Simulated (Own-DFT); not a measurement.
# Computed records: SiC (4H silicon carbide, strained, atoms displaced)

A calculation, not a measurement: plane-wave PBE density functional theory by an unreviewed code, no spin, of a simulated periodic cell, stress positive in tension, free energy of the whole cell less one offset for each atom, forces on such cells passed a denser k mesh, this cell's mesh not checked; offsets are fitted by least squares, one for each functional and potential file, so energies compare only between cells with the same atoms and settings and are not formation energies; the far tail of each file's local potential was reset to the Coulomb form; each entry is a single point on an unrelaxed cell, so the pressure reflects the starting lattice, mostly measured values (interpolated for alloys), from which strain is counted, and rises with the displacements; printed positions are rounded, which can move forces by about a meV/angstrom; the program, named Own-DFT, is a retired in-house code; no spin-orbit coupling; before rounding, a Quantum ESPRESSO 7.3.1 run of the same cell and cutoff gave forces within 1 meV/angstrom rms on each cell, which checks the program and not the settings. Program: Own-DFT development build.

Common to all runs: functional PBE; potential files PseudoDojo norm-conserving, scalar-relativistic, standard set; wave cutoff 42 hartree; occupations Fermi-Dirac; smearing width 0.1 eV; k mesh 5 x 5 x 3 centred on Gamma.

(1) SiC (4H silicon carbide, strained, atoms displaced)

```
SiC
1.0
      6.1139    -0.0053    -0.1073
     -3.0615     5.2741     0.0740
     -0.1752     0.0385    10.0225
Si C Si C Si C Si C Si C Si C Si C Si C
2 2 2 2 2 2 2 2 2 2 2 2 2 2 2 2
Direct
  0.99162 0.01160 0.40674
  0.18209 0.34874 0.15228
  0.00970 0.00912 0.09533
  0.16722 0.32886 0.35427
  0.01297 0.51119 0.41026
  0.15451 0.82372 0.15149
  0.99213 0.50325 0.09808
  0.14130 0.82875 0.33668
  0.49525 0.00500 0.40694
  0.67149 0.33414 0.16236
  0.50644 0.00559 0.09363
  0.66047 0.32131 0.34222
  0.49851 0.50632 0.40434
  0.67194 0.83673 0.15267
  0.50225 0.52070 0.09419
  0.67803 0.82975 0.34326
  0.98411 0.98678 0.89682
  0.83279 0.67152 0.66334
  0.99349 0.98040 0.59808
  0.85336 0.66938 0.84736
  0.00076 0.50411 0.90026
  0.84202 0.16100 0.66066
  0.99078 0.48079 0.59297
  0.83713 0.17621 0.84347
  0.49689 0.99716 0.90889
  0.33190 0.67525 0.65464
  0.47964 0.99678 0.59246
  0.33237 0.66143 0.84996
  0.49511 0.49398 0.90196
  0.32580 0.15471 0.66211
  0.49688 0.50367 0.58731
  0.33497 0.16289 0.84116
```

| Property | Result |
| --- | --- |
| free energy of cell above offsets | -2.006 eV |
| pressure | 11.7 GPa |
| stress xx | -8.42 GPa |
| stress yy | -17.58 GPa |
| stress zz | -9.09 GPa |
| stress yz | 2.33 GPa |
| stress xz | -6.03 GPa |
| stress xy | 0.5 GPa |

Force:
```
element  x (eV/Å)  y (eV/Å)  z (eV/Å)
     Si     2.221    -2.162      0.79
     Si      -1.5    -1.338     1.402
      C    -0.851     0.034    -1.833
      C     -0.77     2.288     -2.39
     Si     -1.43    -1.445    -0.967
     Si     0.984     2.082     0.941
      C     1.249    -1.138    -1.979
      C     1.895     1.076     1.482
     Si    -0.187    -1.922    -0.877
     Si    -1.232    -0.035    -1.116
      C    -0.986     -0.33     0.079
      C     0.015     2.047     1.258
     Si     1.758    -1.027     0.239
     Si     0.333     1.832     1.152
      C     1.914     -2.35    -1.206
      C    -3.283     0.595    -0.488
     Si     1.378     2.994     2.928
     Si     0.271    -3.365    -1.842
      C    -0.626     2.534    -0.729
      C    -3.999     -0.74    -1.243
     Si     2.062    -1.306     2.847
     Si    -1.746    -0.627    -1.297
      C    -0.356     2.108     1.021
      C    -0.502    -1.602     0.056
     Si     0.717     0.337     0.086
     Si     0.445     -2.03      0.16
      C     2.286     0.676     0.229
      C    -0.105     1.007    -1.761
     Si     1.068      0.18     1.359
     Si    -0.273     1.992    -2.182
      C     0.171    -0.284     2.592
      C    -0.923    -0.083     1.287
```

(2) SiC (4H silicon carbide, strained, atoms displaced)

```
SiC
1.0
      6.1727    -0.1140    -0.0286
     -3.1851     5.4282    -0.0270
     -0.0467    -0.0779     9.9906
Si C Si C Si C Si C Si C Si C Si C Si C
2 2 2 2 2 2 2 2 2 2 2 2 2 2 2 2
Direct
  0.01502 0.01931 0.40708
  0.16918 0.34893 0.15891
  0.99333 0.00108 0.08988
  0.14202 0.33228 0.34423
  0.98756 0.47545 0.40766
  0.17870 0.84164 0.15706
  0.98701 0.49221 0.09374
  0.16951 0.82996 0.34483
  0.48821 0.99272 0.40457
  0.66916 0.32891 0.15645
  0.49696 0.99270 0.09284
  0.66750 0.34368 0.34093
  0.50761 0.50570 0.40130
  0.66738 0.82992 0.16009
  0.49997 0.50844 0.09294
  0.65554 0.81857 0.34967
  0.98983 0.00172 0.90470
  0.82571 0.66859 0.65627
  0.00007 0.00625 0.58930
  0.83811 0.67869 0.84127
  0.00809 0.51202 0.91174
  0.82770 0.15969 0.65555
  0.97586 0.49513 0.59181
  0.83038 0.15304 0.84523
  0.50408 0.00196 0.90835
  0.33773 0.66742 0.65813
  0.51579 0.00886 0.59937
  0.31225 0.66364 0.84205
  0.50150 0.51801 0.90340
  0.33789 0.17823 0.65926
  0.49385 0.48956 0.59474
  0.32629 0.16302 0.84882
```

| Item | Value |
| --- | --- |
| free energy of cell above offsets | -2.664 eV |
| pressure | 5.6 GPa |
| stress xx | -5.56 GPa |
| stress yy | -1.47 GPa |
| stress zz | -9.78 GPa |
| stress yz | -1.63 GPa |
| stress xz | -0.38 GPa |
| stress xy | -8.39 GPa |

Force:
```
element  x (eV/Å)  y (eV/Å)  z (eV/Å)
     Si    -0.509    -2.923    -0.632
     Si    -0.102    -1.811    -1.367
      C     1.064     0.521     1.653
      C     3.714    -0.134    -0.708
     Si    -1.945     3.602     0.899
     Si    -2.349    -0.913     -0.18
      C     1.417       1.8     0.337
      C    -1.796    -0.391    -0.077
     Si     1.861     1.004     1.224
     Si    -1.941     0.088    -0.602
      C     0.931     0.732     0.571
      C    -0.547    -2.123     0.181
     Si    -1.131    -1.539     1.474
     Si    -0.068     0.582    -0.167
      C     0.505    -0.866     0.214
      C     0.237     2.909    -0.928
     Si     1.657     0.081     0.609
     Si     1.014     0.488    -0.729
      C     0.423    -0.264      1.17
      C    -0.122    -1.205     0.739
     Si    -2.353    -2.126    -1.152
     Si     1.793     1.978     0.895
      C     2.232     0.202     0.788
      C    -1.114     2.152    -0.404
     Si    -1.222    -0.015    -0.882
     Si    -1.645    -0.193    -1.356
      C    -3.378    -1.986    -1.641
      C     2.907     1.262     0.355
     Si     0.129    -1.769     0.318
     Si     0.456    -2.182      0.48
      C    -0.828     1.701    -0.781
      C     0.712     1.337    -0.301
```

(3) SiC (4H silicon carbide, strained, atoms displaced)

```
SiC
1.0
      6.2808    -0.0936     0.0669
     -3.2215     5.3938    -0.0573
      0.1092    -0.0450     9.8727
Si C Si C Si C Si C Si C Si C Si C Si C
2 2 2 2 2 2 2 2 2 2 2 2 2 2 2 2
Direct
  0.99410 0.99082 0.41638
  0.17392 0.33459 0.15847
  0.01081 0.00445 0.08822
  0.16762 0.32259 0.34456
  0.00257 0.49912 0.40083
  0.16427 0.83893 0.15645
  0.00443 0.50372 0.08970
  0.17181 0.83558 0.34145
  0.50414 0.00375 0.40516
  0.67719 0.34477 0.16292
  0.49699 0.98392 0.08985
  0.65598 0.32149 0.34356
  0.50493 0.51052 0.40367
  0.66711 0.83768 0.15815
  0.49424 0.49567 0.09934
  0.65519 0.84092 0.34714
  0.01505 0.00619 0.91765
  0.84418 0.67051 0.65969
  0.99856 0.00787 0.59339
  0.84438 0.66288 0.85767
  0.99845 0.49706 0.90207
  0.82794 0.15636 0.65779
  0.99827 0.47473 0.59466
  0.82976 0.15836 0.85078
  0.48987 0.99178 0.90049
  0.32345 0.66306 0.65866
  0.51595 0.01255 0.60039
  0.32226 0.65802 0.84846
  0.49991 0.49470 0.90662
  0.33444 0.15446 0.65329
  0.50352 0.50785 0.59810
  0.32536 0.17466 0.84465
```

| Item | Value |
| --- | --- |
| free energy of cell above offsets | -2.395 eV |
| pressure | 5.07 GPa |
| stress xx | 3.75 GPa |
| stress yy | -2.14 GPa |
| stress zz | -16.83 GPa |
| stress yz | -1.05 GPa |
| stress xz | 4.21 GPa |
| stress xy | -6.66 GPa |

Force:
```
element  x (eV/Å)  y (eV/Å)  z (eV/Å)
     Si     0.045     0.708    -3.389
     Si    -1.495    -0.153    -0.448
      C    -0.824    -0.227     5.046
      C    -0.667     0.514     0.731
     Si      0.27     -0.86     0.612
     Si     1.255    -0.504     -1.26
      C     0.044    -0.333     1.737
      C    -1.046    -0.379     1.841
     Si    -1.136    -0.287     0.952
     Si    -0.363    -1.642    -2.995
      C    -0.667      1.89     0.921
      C     0.521     2.388     1.331
     Si    -0.276    -1.323     1.045
     Si     0.007    -0.211    -1.156
      C     1.709     0.887    -0.507
      C     2.398    -0.461    -0.204
     Si    -2.145    -0.988    -4.353
     Si    -0.625    -1.003     0.306
      C     1.593    -1.592      1.99
      C    -1.357     0.902    -2.114
     Si    -0.136    -1.171     1.371
     Si     1.266     0.673     1.855
      C    -1.386     2.917    -0.807
      C     0.409    -0.275    -0.998
     Si     0.281     0.766     1.242
     Si     1.565    -0.218    -0.158
      C    -2.109    -2.436    -1.562
      C     1.486     0.369    -1.084
     Si    -0.218     1.419     0.597
     Si    -1.185     2.489     0.618
      C     0.571    -0.538    -0.488
      C     2.216    -1.319     -0.67
```
